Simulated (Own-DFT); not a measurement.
# Response to strain: C40 NbSi2, 36 atoms (Nb12Si24)

Calculated results; nothing here was measured. The program, named Own-DFT, is a retired in-house plane-wave density functional code that no person has reviewed. Each row is one single-point run on a periodic cell that was not relaxed, without spin or spin-orbit coupling.

Settings of every run: PBE; PseudoDojo norm-conserving scalar-relativistic files; cutoff 42 hartree; 4 x 4 x 5 k mesh centred on Gamma; cold (Marzari-Vanderbilt) smearing of 0.2 eV.

Known limits: forces on such cells failed a check on a denser k mesh; stress not checked against mesh or cutoff.

Unstrained cell vectors in Å: (0.000, 8.324, 0.000); (-9.613, 0.000, 0.000); (0.000, 0.000, 6.586). The unstrained cell was taken from the Materials Project. The random moves and any unrelaxed bonds add to the pressure at no strain. Each run strains this cell uniformly, with the atoms carried along. Every atom was also moved at random, by a Gaussian of width 0.05 Å on each axis. Strain is the symmetric tensor, in per cent. Stress is positive in tension, and the pressure is minus a third of its trace.

```
run  e_xx (%)  e_yy (%)  e_zz (%)  e_yz (%)  e_xz (%)  e_xy (%)  s_xx (GPa)  s_yy (GPa)  s_zz (GPa)  s_yz (GPa)  s_xz (GPa)  s_xy (GPa)  P (GPa)  E (meV/atom)
  1      0.06      0.80     -1.98      1.86     -1.43      1.69       -4.03       -1.49      -13.62        6.39       -4.91        4.94     6.38          42.2
  2     -0.41      0.86     -1.30     -0.51     -1.57      0.83       -4.53       -0.08       -9.94       -0.65       -4.27        2.80     4.85          15.1
  3      0.28      1.36     -1.43      0.62      1.92      0.17       -1.67        1.51       -9.27        1.52        6.67        0.10     3.14          16.7
  4     -0.40     -1.70     -1.65     -0.78      0.10      0.41       -6.52      -11.13      -13.88       -2.95        0.21        1.18    10.51          30.0
  5      1.80      0.20      0.47     -1.24     -0.65      0.30        4.38        0.28       -0.77       -3.21       -2.04        1.13    -1.30           8.3
  6      0.09      1.71     -0.13     -1.96      0.39     -2.00       -0.92        2.60       -3.64       -6.43        1.70       -5.14     0.65          27.3
  7     -0.82     -1.92      1.16     -0.88     -0.05     -1.52       -6.40       -9.29       -0.43       -2.38       -0.31       -4.96     5.37          13.0
  8      1.61     -1.61     -1.21     -0.23     -0.15      0.15        1.00       -7.85       -9.06       -0.63       -0.31        0.76     5.30           7.3
  9     -1.01      0.73     -0.05     -0.44      0.65      0.06       -5.74        0.23       -4.04       -1.37        2.53        0.11     3.18           0.0
 10      0.12      0.53      1.70      0.94      0.94      0.75       -0.29        0.37        4.43        2.69        2.64        1.84    -1.51           5.7
 11     -1.82     -1.12     -0.80      0.41     -0.06     -0.93      -12.25       -9.84      -10.49        1.36       -0.41       -2.82    10.86          47.5
 12      1.68     -1.35     -0.29      1.66     -1.55      0.29        2.75       -6.99       -5.12        5.42       -4.92        0.96     3.12          19.6
 13     -0.06      0.46      0.08     -1.50     -0.49     -1.36       -2.46       -1.37       -2.93       -4.39       -2.09       -3.82     2.25          16.5
 14      1.46      0.47     -1.52      1.92      1.58     -0.49        2.43       -1.33      -10.15        6.35        4.91       -0.95     3.02          24.1
 15     -1.72      0.21     -0.58      1.26     -0.68     -0.82      -10.15       -3.37       -8.67        3.98       -1.42       -3.56     7.40          35.2
 16     -0.04      0.03     -0.42      0.63     -0.39      1.35           ?           ?           ?           ?           ?           ?        ?             ?
```

E is the free energy for each atom above the lowest run shown.

## Worked fit

Each stress component was fitted by least squares to a constant and the strains of the runs shown, as fractions, with shears doubled. Shear strains stay in the fit of a normal stress only where such slopes are resolved. The slopes, in GPa:

```
stress  at no strain  per e_xx  per e_yy  per e_zz  scatter
  s_xx          -2.7  396 ± 10   83 ± 10   87 ± 11     0.43
  s_yy          -2.7   79 ± 16  373 ± 15   82 ± 17     0.68
  s_zz          -4.1   84 ± 11   70 ± 11  484 ± 12     0.48
```

Each shear stress against twice its own strain: yz 158 ± 5, xz 158 ± 7, xy 144 ± 6 GPa. These are stiffnesses along x, y and z of the frame in which the cell vectors are given, which need not be the crystal's axes. The atoms are held to the strained lattice; where symmetry lets them move under strain, relaxing them would lower some slopes. The table should be nearly symmetric about its diagonal, and what it lacks of that shows the noise. A ninth of its sum, 193 ± 7 GPa, estimates the bulk modulus near the mean pressure of these runs, 4.2 GPa, so it lies above the value at zero pressure.

## Withheld run

Question: what normal stresses and pressure should run 16 give?

The fit gives s_xx = -3.2, s_yy = -3.0, s_zz = -6.2 and P = 4.1 GPa. The calculation gave -2.93, -2.09, -6.00 and P = 3.67 GPa.
